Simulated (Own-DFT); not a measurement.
# Response to strain: 2H SiC, 72 atoms (C36Si36)

These are calculations, not measurements. They come from Own-DFT, an in-house plane-wave density functional program, since retired, whose code no person has reviewed. Each row is one single-point run on a periodic cell that was not relaxed, without spin or spin-orbit coupling.

Settings of every run: PBE; PseudoDojo norm-conserving scalar-relativistic files; cutoff 42 hartree; 4 x 4 x 3 k mesh centred on Gamma; Fermi-Dirac smearing of 0.1 eV.

Known limits: forces on such cells passed a denser k mesh, each cell not checked; stress not checked against mesh or cutoff.

Unstrained cell vectors in Å: (9.248, 0.000, 0.000); (-4.624, 8.009, 0.000); (0.000, 0.000, 10.068). The unstrained cell has measured lattice constants (interpolated for alloys), not those of this functional. That, the random moves and any unrelaxed bonds set the pressure at no strain. Each run strains this cell uniformly, with the atoms carried along. Every atom was also moved at random, by a Gaussian of width 0.05 Å on each axis. Strain is the symmetric tensor, in per cent. Stress is positive in tension, and the pressure is minus a third of its trace.

| run | e_xx (%) | e_yy (%) | e_zz (%) | e_yz (%) | e_xz (%) | e_xy (%) | s_xx (GPa) | s_yy (GPa) | s_zz (GPa) | s_yz (GPa) | s_xz (GPa) | s_xy (GPa) | P (GPa) | E (meV/atom) |
|---|---|---|---|---|---|---|---|---|---|---|---|---|---|---|
| 1 | 1.74 | 1.27 | 1.02 | 0.82 | 0.41 | -0.25 | 5.59 | 4.37 | -0.21 | 2.14 | 1.11 | -1.11 | -3.25 | 5.2 |
| 2 | -0.74 | 0.86 | 0.26 | 1.72 | 0.89 | 1.65 | -7.33 | -0.51 | -5.53 | 5.36 | 2.80 | 8.31 | 4.46 | 4.3 |
| 3 | -1.80 | 1.99 | 0.42 | 0.78 | 0.20 | 0.53 | -12.81 | 6.22 | -5.54 | 2.80 | 1.21 | 1.93 | 4.04 | 7.7 |
| 4 | -1.03 | -0.88 | -0.05 | 0.94 | -0.89 | 1.39 | -11.09 | -10.33 | -7.00 | 3.45 | -3.32 | 7.49 | 9.47 | 0.0 |
| 5 | -1.47 | 0.14 | -1.86 | 0.42 | -1.16 | 1.22 | -14.52 | -7.04 | -18.85 | 1.26 | -4.06 | 7.15 | 13.47 | 47.4 |
| 6 | -1.74 | -0.14 | -1.95 | -1.16 | 0.19 | 0.01 | -16.60 | -7.48 | -20.66 | -3.20 | 1.91 | -0.27 | 14.92 | 38.7 |
| 7 | 0.96 | 1.42 | 1.00 | -1.11 | -0.99 | -1.07 | 0.78 | 4.63 | 0.34 | -3.03 | -3.38 | -5.35 | -1.92 | 1.0 |
| 8 | -0.94 | -0.95 | -0.98 | 0.22 | -1.47 | 1.34 | -10.42 | -12.08 | -14.40 | 0.74 | -5.69 | 6.21 | 12.30 | 29.1 |
| 9 | -1.06 | -0.08 | -0.77 | 0.54 | 1.41 | 0.78 | -11.39 | -5.84 | -13.15 | 2.67 | 4.36 | 0.93 | 10.13 | 22.8 |
| 10 | 0.19 | -0.16 | 0.41 | 0.21 | 1.83 | 1.68 | -3.98 | -6.91 | -3.89 | 1.32 | 5.86 | 8.02 | 4.92 | 19.4 |
| 11 | -0.27 | -0.63 | 0.85 | -1.72 | -1.15 | 1.05 | -5.64 | -9.32 | -2.23 | -7.12 | -4.38 | 3.81 | 5.73 | 7.9 |
| 12 | 0.95 | 0.86 | -0.72 | -0.25 | 1.91 | 0.85 | 1.40 | 0.58 | -11.16 | -1.15 | 5.05 | 4.30 | 3.06 | 14.6 |
| 13 | 0.01 | -1.98 | 1.61 | -1.59 | -0.21 | -1.31 | -6.26 | -15.31 | 1.64 | -6.12 | -0.96 | -8.03 | 6.65 | 23.9 |
| 14 | 1.60 | -1.10 | -0.15 | -0.43 | -0.71 | 1.33 | 4.04 | -11.72 | -7.40 | -2.06 | -2.75 | 5.55 | 5.03 | 22.3 |
| 15 | 0.92 | 0.14 | -1.34 | -0.66 | -1.69 | 1.39 | -0.28 | -3.29 | -17.66 | -1.63 | -5.28 | 7.24 | 7.08 | 46.6 |
| 16 | -0.59 | 1.58 | -1.65 | 1.61 | -0.37 | 0.51 | -5.60 | 4.29 | -18.81 | 4.80 | -0.84 | 0.95 | 6.71 | 10.6 |
| 17 | -0.66 | 1.84 | 1.65 | 0.86 | -1.95 | -1.82 | ? | ? | ? | ? | ? | ? | ? | ? |

E is the free energy for each atom above the lowest run shown.

## Worked fit

Each stress component was fitted by least squares to a constant and the strains of the runs shown, as fractions, with shears doubled. Shear strains stay in the fit of a normal stress only where such slopes are resolved. The slopes, in GPa:

```
stress  at no strain  per e_xx  per e_yy  per e_zz  scatter
  s_xx          -4.8  560 ± 24   83 ± 23   30 ± 25     0.98
  s_yy          -5.0   59 ± 19  611 ± 19   43 ± 20     0.80
  s_zz          -7.4   27 ± 23   13 ± 22  653 ± 24     0.94
```

Each shear stress against twice its own strain: yz 163 ± 13, xz 163 ± 7, xy 263 ± 21 GPa. These are stiffnesses along x, y and z of the frame in which the cell vectors are given, which need not be the crystal's axes. The atoms are held to the strained lattice; where symmetry lets them move under strain, relaxing them would lower some slopes. The table should be nearly symmetric about its diagonal, and what it lacks of that shows the noise. A ninth of its sum, 231 ± 5 GPa, estimates the bulk modulus near the mean pressure of these runs, 6.4 GPa, so it lies above the value at zero pressure.

## Withheld run

Question: what normal stresses and pressure should run 17 give?

The fit gives s_xx = -6.5, s_yy = 6.5, s_zz = 3.5 and P = -1.2 GPa. The calculation gave -5.48, 4.00, 2.17 and P = -0.23 GPa.
